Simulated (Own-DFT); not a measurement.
# What random displacements cost in zincblende GaP, 64 atoms (Ga32P32)

Calculated results; nothing here was measured. They come from Own-DFT, an in-house plane-wave density functional program, since retired, whose code no person has reviewed. Each row is one single-point run on a periodic cell that was not relaxed, without spin or spin-orbit coupling.

Settings of every run: PBE; PseudoDojo norm-conserving scalar-relativistic files; cutoff 42 hartree; 3 x 3 x 3 k mesh centred on Gamma; Fermi-Dirac smearing of 0.1 eV.

Known limits, some of them of some rows only: some atoms lie very close together; forces on such cells passed a denser k mesh, each cell not checked; stress not checked against mesh or cutoff.

Cell vectors in Å: (10.901, 0.000, 0.000); (0.000, 10.901, 0.000); (0.000, 0.000, 10.901). In each run every atom was moved at random and independently from its ideal site; u is the rms move along one axis. E is the free energy for each atom above the fitted value at u = 0, and F the rms of the force components.

| run | u (Å) | E (meV/atom) | F (eV/Å) | largest force (eV/Å) | P (GPa) |
|---|---|---|---|---|---|
| 1 | 0.0196 | 7.2 | 0.290 | 1.01 | 2.72 |
| 2 | 0.0211 | 8.8 | 0.322 | 1.12 | 2.74 |
| 3 | 0.0218 | 8.2 | 0.304 | 1.16 | 2.74 |
| 4 | 0.0502 | 48.6 | 0.782 | 2.77 | 3.32 |
| 5 | 0.0525 | ? | ? | ? | ? |
| 6 | 0.1071 | 210.8 | 1.786 | 6.89 | 5.77 |
| 7 | 0.1138 | 216.5 | 1.844 | 11.92 | 5.54 |
| 8 | 0.1540 | 424.2 | 2.911 | 14.12 | 8.90 |
| 9 | 0.1901 | 604.2 | 3.658 | 16.60 | 10.76 |

## Worked fit

For small independent moves the energy grows as E = (3/2) K u², with K the mean stiffness felt by one atom. The runs with u up to 0.11 Å give K = 12.5 ± 0.3 eV/Å², with residuals divided by u² + 0.0006 Å², since the noise grows with the moves. The scatter is 1.7 meV/atom at u = 0.05 Å. The forces follow F = G u with G = 15.3 eV/Å²; no force at u = 0 is resolved. G exceeds K because the moves of its neighbours add to the force on an atom, and stiffness differs between atoms. At u = 0.190 Å the parabola gives 677 meV/atom and the run 604. The pressure follows P = 2.62 + 276 u² GPa: at fixed volume, shortened bonds push harder than stretched ones pull.

## Withheld run

Question: what energy and rms force should run 5 give?

The fit gives 52 ± 2 meV/atom and about 0.80 eV/Å. The calculation gave 51.8 meV/atom and 0.776 eV/Å.
